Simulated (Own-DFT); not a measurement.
# Strain and stress in wurtzite AlN, 72 atoms (Al36N36)

Calculated results; nothing here was measured. They come from Own-DFT, an in-house plane-wave density functional program, since retired, whose code no person has reviewed. Each row is one single-point run on a periodic cell that was not relaxed, without spin or spin-orbit coupling.

Settings of every run: PBE; PseudoDojo norm-conserving scalar-relativistic files; cutoff 42 hartree; 4 x 4 x 3 k mesh centred on Gamma; Gaussian smearing of 0.01 eV.

Known limits: k mesh not checked against a denser one; stress not checked against mesh or cutoff.

Unstrained cell vectors in Å: (9.336, 0.000, 0.000); (-4.668, 8.085, 0.000); (0.000, 0.000, 9.964). The unstrained cell has measured lattice constants (interpolated for alloys), not those of this functional. That, the random moves and any unrelaxed bonds set the pressure at no strain. Each run strains this cell uniformly, with the atoms carried along. Every atom was also moved at random, by a Gaussian of width 0.05 Å on each axis. Strain is the symmetric tensor, in per cent. Stress is positive in tension, and the pressure is minus a third of its trace.

| run | e_xx (%) | e_yy (%) | e_zz (%) | s_xx (GPa) | s_yy (GPa) | s_zz (GPa) | P (GPa) | E (meV/atom) |
|---|---|---|---|---|---|---|---|---|
| 1 | 2.00 | 2.00 | 0.00 | 4.44 | 5.57 | -2.45 | -2.52 | 0.0 |
| 2 | -0.25 | -0.25 | 0.00 | -8.77 | -6.86 | -4.19 | 6.61 | 3.9 |
| 3 | 1.75 | 1.75 | 0.00 | 3.30 | 2.89 | -2.58 | -1.20 | 6.0 |
| 4 | 1.50 | 1.50 | 0.00 | 1.05 | 2.62 | -3.11 | -0.19 | 6.3 |
| 5 | 3.00 | 3.00 | 0.00 | 9.72 | 9.74 | -3.98 | -5.16 | 20.5 |
| 6 | -2.00 | -2.00 | 0.00 | -18.81 | -17.80 | -9.33 | 15.31 | 37.3 |
| 7 | -1.25 | -1.25 | 0.00 | -10.59 | -14.50 | -8.95 | 11.35 | 22.4 |
| 8 | -2.25 | -2.25 | 0.00 | -19.47 | -21.02 | -9.16 | 16.55 | 38.4 |
| 9 | -1.75 | -1.75 | 0.00 | ? | ? | ? | ? | ? |

E is the free energy for each atom above the lowest run shown.

## Worked fit

The change of volume is close to e_xx + e_yy + e_zz. A straight line through the runs shown gives P = 6.49 - 211 x (fractional change of volume) GPa, with an error of 7 on the slope and a scatter of 0.76 GPa. The strain isn't the same on all axes and the cell isn't cubic, so the slope belongs to this path and is not the bulk modulus.

## Withheld run

Question: what pressure should run 9 give? Its volume changes by -3.47 %.

The line gives 13.8 GPa. The calculation gave 14.10 GPa.
